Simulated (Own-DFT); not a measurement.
Simulation results for AlGa3N4 (wurtzite random alloy, strained, atoms displaced)

All values are calculated (Own-DFT development build). A calculation, not a measurement: plane-wave PBE density functional theory by an unreviewed code, no spin, of a simulated periodic cell, stress positive in tension, free energy of the whole cell less one offset for each atom, forces on such cells passed a denser k mesh, this cell's mesh not checked; offsets are fitted by least squares, one for each functional and potential file, so energies compare only between cells with the same atoms and settings and are not formation energies; the far tail of each file's local potential was reset to the Coulomb form; each entry is a single point on an unrelaxed cell, so the pressure reflects the starting lattice, mostly measured values, from which strain is counted, and rises with the displacements; printed positions are rounded, which can move forces by about a meV/angstrom; the program is a retired in-house code; no spin-orbit coupling.

```json
{"formula": "AlGa3N4", "kind": "wurtzite random alloy, strained, atoms displaced", "structure": {"cell_angstrom": [[9.7945, 0.0, 0.0], [-4.8973, 8.4823, 0.0], [0.0, 0.0, 10.2685]], "atoms_fractional": [["Al", 0.11588, 0.22567, 0.00408], ["Ga", 0.22565, 0.11649, 0.24866], ["N", 0.1221, 0.2295, 0.19362], ["N", 0.21587, 0.10569, 0.44494], ["Al", 0.1089, 0.22126, 0.49837], ["Ga", 0.2269, 0.11256, 0.75335], ["N", 0.11792, 0.22614, 0.68918], ["N", 0.22178, 0.10944, 0.93526], ["Ga", 0.11356, 0.55856, 0.99161], ["Ga", 0.23333, 0.44308, 0.25546], ["N", 0.11385, 0.56679, 0.19643], ["N", 0.21719, 0.43607, 0.43247], ["Ga", 0.11217, 0.55793, 0.50542], ["Ga", 0.23789, 0.4435, 0.75046], ["N", 0.11567, 0.5616, 0.68949], ["N", 0.23587, 0.46087, 0.93852], ["Ga", 0.10788, 0.88682, 0.9967], ["Ga", 0.21953, 0.77224, 0.24031], ["N", 0.11389, 0.88461, 0.19423], ["N", 0.21963, 0.77091, 0.43432], ["Ga", 0.10706, 0.88994, 0.49139], ["Ga", 0.21701, 0.78303, 0.75091], ["N", 0.1135, 0.88327, 0.68812], ["N", 0.20688, 0.77081, 0.94628], ["Ga", 0.44545, 0.22139, 0.00089], ["Al", 0.54599, 0.09941, 0.24778], ["N", 0.43912, 0.21381, 0.19429], ["N", 0.55919, 0.11425, 0.445], ["Ga", 0.43906, 0.21878, 0.49802], ["Ga", 0.5574, 0.1137, 0.75356], ["N", 0.44049, 0.22396, 0.68474], ["N", 0.55194, 0.1066, 0.93996], ["Ga", 0.4382, 0.56256, 0.9995], ["Ga", 0.54856, 0.44453, 0.25265], ["N", 0.44614, 0.55721, 0.18096], ["N", 0.55157, 0.44681, 0.44283], ["Al", 0.4482, 0.55784, 0.50029], ["Ga", 0.55247, 0.44213, 0.75457], ["N", 0.44775, 0.56011, 0.68606], ["N", 0.55101, 0.44348, 0.94159], ["Al", 0.44614, 0.88555, 0.00239], ["Al", 0.55747, 0.78475, 0.24934], ["N", 0.44113, 0.8801, 0.19964], ["N", 0.56113, 0.77794, 0.43398], ["Ga", 0.44249, 0.88981, 0.50578], ["Ga", 0.55258, 0.78162, 0.74389], ["N", 0.4534, 0.8901, 0.68548], ["N", 0.56083, 0.78638, 0.94355], ["Ga", 0.78106, 0.22213, 0.00685], ["Ga", 0.88485, 0.10523, 0.2571], ["N", 0.7765, 0.21943, 0.19437], ["N", 0.88045, 0.10828, 0.43912], ["Ga", 0.77877, 0.22123, 0.50099], ["Al", 0.88646, 0.11555, 0.74806], ["N", 0.78766, 0.22703, 0.67987], ["N", 0.88157, 0.10823, 0.9387], ["Ga", 0.77638, 0.55793, 0.99436], ["Ga", 0.88678, 0.44289, 0.24349], ["N", 0.78257, 0.55608, 0.19585], ["N", 0.89102, 0.44007, 0.44042], ["Ga", 0.77952, 0.55626, 0.50269], ["Ga", 0.88643, 0.44064, 0.73856], ["N", 0.78442, 0.55115, 0.68748], ["N", 0.88687, 0.44645, 0.94046], ["Ga", 0.76938, 0.88063, 0.00027], ["Al", 0.88995, 0.77886, 0.24887], ["N", 0.77745, 0.88683, 0.19921], ["N", 0.8897, 0.78077, 0.43823], ["Ga", 0.77108, 0.88272, 0.50028], ["Al", 0.87954, 0.77566, 0.75113], ["N", 0.77392, 0.88448, 0.68298], ["N", 0.89241, 0.78331, 0.93819]]}, "settings": {"functional": "PBE", "potential_files": "PseudoDojo norm-conserving, scalar-relativistic, standard set with the stringent files for Ga", "wave_cutoff [hartree]": 96.0, "occupations": "Gaussian", "smearing_width [eV]": 0.01, "k_mesh": "4 x 4 x 3 centred on Gamma"}, "results": {"free_energy_of_cell_above_offsets [eV]": "-9.327", "pressure [GPa]": -3.5, "stress_xx [GPa]": 6.61, "stress_yy [GPa]": 6.71, "stress_zz [GPa]": -2.83, "stress_yz [GPa]": -0.05, "stress_xz [GPa]": -0.55, "stress_xy [GPa]": 0.64, "force_element": ["Al", "Ga", "N", "N", "Al", "Ga", "N", "N", "Ga", "Ga", "N", "N", "Ga", "Ga", "N", "N", "Ga", "Ga", "N", "N", "Ga", "Ga", "N", "N", "Ga", "Al", "N", "N", "Ga", "Ga", "N", "N", "Ga", "Ga", "N", "N", "Al", "Ga", "N", "N", "Al", "Al", "N", "N", "Ga", "Ga", "N", "N", "Ga", "Ga", "N", "N", "Ga", "Al", "N", "N", "Ga", "Ga", "N", "N", "Ga", "Ga", "N", "N", "Ga", "Al", "N", "N", "Ga", "Al", "N", "N"], "force_x [eV/angstrom]": [-0.349, -0.199, -1.029, -0.554, -0.071, -0.583, -1.117, -0.664, -0.754, -1.565, 0.783, 1.02, 0.079, -2.02, 0.586, -1.385, -0.084, -0.14, -1.833, 0.032, 1.076, 1.363, -2.363, 2.419, -0.283, 0.474, 1.24, -0.731, 0.37, 0.101, 0.973, 0.17, 2.028, 1.229, 0.171, -0.106, -0.619, 0.526, 0.728, -0.003, -0.966, 0.638, 0.681, -1.217, -0.15, 1.13, -1.65, -1.531, -0.399, 0.237, -0.758, 1.777, -0.47, 0.956, -0.28, 1.481, 0.333, 0.811, -1.489, -0.6, 0.275, 1.228, -2.03, 0.306, 1.158, 0.441, 0.018, -0.318, 0.605, 1.287, 0.629, -1.051], "force_y [eV/angstrom]": [-0.18, -1.529, -0.964, 1.384, -0.112, -0.721, -0.798, 0.736, -1.032, 1.139, -3.388, 0.389, -0.331, 0.246, -0.607, -2.676, 0.603, 1.125, 0.844, 1.054, -1.046, -1.012, 0.94, 1.898, -0.111, 0.961, 0.565, -0.643, 0.269, 0.121, -0.036, -0.498, 0.316, 0.187, 0.996, -0.023, -0.084, 0.196, 0.108, 0.308, 0.277, -1.162, 1.444, -1.178, -0.238, -0.445, 0.65, -0.731, 0.285, 0.77, -0.83, 0.136, 0.38, -0.325, -1.245, 0.596, -0.243, 0.346, 0.738, 0.506, -0.248, 0.531, 1.384, -0.656, 1.454, -0.426, -0.61, -0.577, 0.568, 0.112, 0.811, -0.668], "force_z [eV/angstrom]": [-0.537, 0.658, -1.498, -0.725, 0.061, -1.637, -0.241, 1.887, 1.524, -1.644, -1.952, 3.092, -1.538, -0.515, 1.062, -0.111, 1.108, 1.796, -0.701, 0.719, 0.794, 0.102, 0.104, -0.928, 0.169, 1.182, -0.363, -1.458, -0.347, -1.24, 1.268, 0.925, -0.175, -0.4, 1.942, 0.089, -0.738, -1.105, -0.208, 0.143, 0.201, 0.364, -2.114, 0.393, -2.389, 0.784, 1.841, -0.755, -0.727, -1.067, 0.013, 1.342, -1.816, -0.003, 2.696, -0.305, 1.085, 1.209, -0.921, -0.056, -1.434, 1.391, 1.194, -0.552, 0.719, 0.366, -1.051, -0.503, -1.134, -0.862, 2.201, -0.676]}}
```
